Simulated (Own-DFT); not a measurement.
# What a defect does to the pressure of its cell: zincblende GaAs

Calculated, not measured: single-point runs of Own-DFT, a retired in-house plane-wave DFT program that no person has reviewed, on unrelaxed cells, without spin or spin-orbit coupling.

Common settings: PBE; PseudoDojo norm-conserving scalar-relativistic files; cutoff 42 hartree; 3 x 3 x 3 k mesh centred on Gamma; Fermi-Dirac smearing of 0.1 eV.

Limits (not all hold for every row): not probed for a lower state with spin; forces not confirmed at this smearing and k mesh; stress not checked against mesh or cutoff.

All runs share one cell, with vectors in Å (11.737, 0.000, 0.000); (0.000, 11.737, 0.000); (0.000, 0.000, 10.919) and a volume of 1504.3 Å³, strained against the parent crystal. u is the rms random offset of the atoms per axis. The defect's site can differ from row to row.

| cell | formula | u (Å) | P (GPa) |
|---|---|---|---|
| no defect | As32Ga32 | 0.0288 | 0.74 |
| no defect | As32Ga32 | 0.0301 | 0.75 |
| no defect | As32Ga32 | 0.0493 | 1.08 |
| one In on a Ga site | As32Ga31In | 0.0276 | 1.31 |
| one In on a Ga site | As32Ga31In | 0.0301 | 1.28 |
| one In on a Ga site | As32Ga31In | 0.0499 | 1.72 |
| one Al on a Ga site | AlAs32Ga31 | 0.0316 | 0.77 |
| one Al on a Ga site | AlAs32Ga31 | 0.0482 | 1.06 |
| one Al on a Ga site | AlAs32Ga31 | 0.0490 | 1.00 |
| one As vacancy and one Ga vacancy | As31Ga31 | 0.0302 | 0.47 |
| one As vacancy and one Ga vacancy | As31Ga31 | 0.0310 | 0.40 |
| one As vacancy and one Ga vacancy | As31Ga31 | 0.0519 | 0.74 |
| one P on an As site | As31Ga32P | 0.0267 | 0.51 |
| one P on an As site | As31Ga32P | 0.0328 | 0.55 |
| one P on an As site | As31Ga32P | 0.0500 | 0.79 |
| one P on an As site | As31Ga32P | 0.0533 | ? |

## Analysis

P = P0 + c u² + a shift for each defect gives P0 = 0.58 GPa, c = 199 ± 16 GPa/Å² and a scatter of 0.05 GPa. The shifts, and each times the cell's volume:

- one In on a Ga site: 0.58 ± 0.04 GPa, 5.5 eV
- one Al on a Ga site: -0.01 ± 0.04 GPa, -0.1 eV (not resolved)
- one P on an As site: -0.25 ± 0.04 GPa, -2.3 eV
- one As vacancy and one Ga vacancy: -0.34 ± 0.04 GPa, -3.2 eV

Against the defect-free cell, a freed cell would be larger where the shift is positive and smaller where it is negative (160.2 GPa Å³ is 1 eV). The atoms around the defects weren't relaxed, which would change these numbers.

## The run left out

Q: what pressure belongs in the blank (one P on an As site, u = 0.0533 Å)?

From the fit: 0.89 ± 0.06 GPa. Computed: 0.88 GPa.
